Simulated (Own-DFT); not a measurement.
## Calculated data, AlN (wurtzite, atoms displaced)

A calculation, not a measurement: plane-wave PBE density functional theory by an unreviewed code, no spin, of a simulated periodic cell, stress positive in tension, free energy of the whole cell less one offset for each atom, forces on such cells moved up to 12 meV/angstrom on a denser k mesh; offsets are fitted by least squares, one for each functional and potential file, so energies compare only between cells with the same atoms and settings and are not formation energies; the far tail of each file's local potential was reset to the Coulomb form; each entry is a single point on an unrelaxed cell, so the pressure reflects the starting lattice, mostly measured values (interpolated for alloys), from which strain is counted, and rises with the displacements; printed positions are rounded, which can move forces by about a meV/angstrom; the program, named Own-DFT, is a retired in-house code; no spin-orbit coupling; before rounding, a Quantum ESPRESSO 7.3.1 run of the same cell and cutoff gave forces within 1 meV/angstrom rms on each cell, which checks the program and not the settings. Program: Own-DFT development build.

AlN (wurtzite, atoms displaced)

```
AlN
1.0
      9.3360     0.0000     0.0000
     -4.6680     8.0852     0.0000
      0.0000     0.0000     9.9640
Al N Al N Al N Al N Al N Al N Al N Al N Al N Al N Al N Al N Al N Al N Al N Al N Al N Al N
2 2 2 2 2 2 2 2 2 2 2 2 2 2 2 2 2 2 2 2 2 2 2 2 2 2 2 2 2 2 2 2 2 2 2 2
Direct
  0.13060 0.23992 0.00022
  0.20295 0.08628 0.25234
  0.07016 0.19547 0.20214
  0.23597 0.12370 0.41779
  0.11398 0.23882 0.48806
  0.20700 0.12606 0.76413
  0.12519 0.24087 0.69742
  0.19799 0.12081 0.93956
  0.10656 0.56941 0.98223
  0.20770 0.42902 0.27001
  0.08551 0.54197 0.18045
  0.24227 0.45435 0.44337
  0.10285 0.55185 0.49037
  0.22105 0.45251 0.74576
  0.09963 0.54690 0.69604
  0.23615 0.45346 0.95929
  0.11632 0.88407 0.00342
  0.23212 0.78881 0.25474
  0.11504 0.89162 0.18979
  0.20458 0.76468 0.44388
  0.10273 0.88082 0.48924
  0.21415 0.75850 0.75337
  0.10372 0.88394 0.69733
  0.22453 0.76852 0.92148
  0.44490 0.21988 0.00380
  0.54571 0.11242 0.26698
  0.43119 0.20252 0.20194
  0.55495 0.11940 0.44875
  0.42504 0.22978 0.48079
  0.57054 0.12005 0.75010
  0.42768 0.21996 0.72040
  0.54170 0.10415 0.94238
  0.44675 0.55777 0.99833
  0.54332 0.43859 0.23531
  0.46775 0.55443 0.18947
  0.57514 0.45870 0.42140
  0.45146 0.56158 0.48855
  0.56466 0.44414 0.73854
  0.44808 0.55576 0.68528
  0.56476 0.46520 0.94697
  0.46611 0.89138 0.00610
  0.53740 0.78488 0.23526
  0.44823 0.90275 0.19971
  0.55355 0.77313 0.43629
  0.46683 0.89188 0.49806
  0.55901 0.77514 0.73316
  0.45053 0.89551 0.70274
  0.55556 0.77082 0.94153
  0.77348 0.22916 0.00381
  0.89060 0.12204 0.26217
  0.76669 0.21596 0.19540
  0.88576 0.10880 0.44311
  0.78793 0.24248 0.47862
  0.88753 0.11380 0.75726
  0.78805 0.21922 0.68990
  0.89773 0.11688 0.93791
  0.76900 0.54852 0.00182
  0.89682 0.43799 0.25773
  0.79276 0.56064 0.20305
  0.87797 0.45050 0.43269
  0.77678 0.56727 0.49334
  0.90221 0.44866 0.75598
  0.78123 0.55489 0.69384
  0.90600 0.46774 0.94938
  0.78032 0.89226 0.00690
  0.86708 0.75829 0.26165
  0.78500 0.90109 0.20697
  0.89446 0.77740 0.45424
  0.76850 0.88791 0.49320
  0.88680 0.77749 0.75371
  0.77408 0.87908 0.70054
  0.89520 0.76840 0.92749
```

Settings of this run: functional PBE, potential files PseudoDojo norm-conserving, scalar-relativistic, standard set, wave cutoff 42 hartree, occupations Fermi-Dirac, smearing width 0.1 eV and k mesh 3 x 3 x 2 centred on Gamma.

The calculation gives: free energy of cell above offsets -14.209 eV; pressure 11.51 GPa; stress xx -14.19 GPa; stress yy -12.18 GPa; stress zz -8.17 GPa; stress yz 0.45 GPa; stress xz -0.07 GPa; stress xy -1.11 GPa.

Force:
```
element  x (eV/Å)  y (eV/Å)  z (eV/Å)
     Al    -5.686     0.295     2.986
     Al    -1.263     3.867    -3.456
      N     9.519     5.865    -2.896
      N    -4.973    -2.716     4.351
     Al     1.186    -3.043     2.537
     Al     3.366    -3.135    -2.045
      N    -3.164    -0.941    -2.969
      N     6.412    -3.664     2.151
     Al     5.169    -1.195     4.266
     Al     0.034     0.652    -6.045
      N      5.21     2.864     1.001
      N    -3.539    -0.496     0.662
     Al     0.036    -0.069     1.805
     Al     2.196     0.265      1.52
      N      2.78      1.06    -2.805
      N    -2.902     0.547    -2.814
     Al    -1.359     0.219    -2.166
     Al    -2.058    -2.516    -0.542
      N    -0.028    -3.813    -0.291
      N     2.446     1.827    -1.058
     Al     1.946     2.674     3.688
     Al    -0.704     4.355    -4.436
      N     0.897     1.174     -1.56
      N     0.407     3.474     5.834
     Al    -1.862     0.659    -0.736
     Al      1.64     0.974    -1.368
      N    -1.342     2.143    -2.242
      N     0.128    -0.519     0.469
     Al     5.493     2.265     3.339
     Al    -2.373    -0.675    -0.204
      N     2.145     0.433    -2.634
      N     2.059      1.12     0.428
     Al     0.689     0.697     1.084
     Al     6.015    -2.497     1.878
      N    -7.566     3.588    -0.916
      N    -3.057    -1.742     1.823
     Al     2.533    -0.415     1.717
     Al    -1.569    -0.166     1.826
      N    -0.453    -0.187    -0.782
      N     0.234    -3.812    -1.026
     Al    -2.606    -0.245    -1.881
     Al     5.756    -2.417     1.802
      N     -1.49    -0.657    -1.558
      N    -0.057     0.951    -1.188
     Al    -3.799      1.01     2.383
     Al    -1.276     0.074     2.558
      N     0.307     -1.32     -2.44
      N     0.586     1.712     0.362
     Al     1.431    -0.229    -0.196
     Al    -6.387    -4.481     0.187
      N    -0.288     0.422     0.733
      N    -0.202     1.682      1.14
     Al    -0.846    -3.379     3.561
     Al     1.584    -0.964    -1.171
      N    -1.658     1.961    -0.757
      N    -1.524     0.298     1.968
     Al     2.002     2.899     1.086
     Al    -3.779    -0.043    -2.697
      N    -1.437    -3.318    -2.438
      N     2.382     0.906     1.932
     Al     1.043    -1.973     2.397
     Al    -4.203    -2.056     0.362
      N      0.67     -0.51    -1.545
      N    -4.293    -5.195    -2.272
     Al      1.52    -0.086    -0.652
     Al      0.42      3.51    -0.583
      N    -1.252    -2.115    -1.207
      N    -3.339     1.171    -2.561
     Al     2.116     0.154     1.637
     Al     0.969    -0.402    -1.873
      N    -0.016     2.323     -2.44
      N    -0.979     0.902     4.975
```
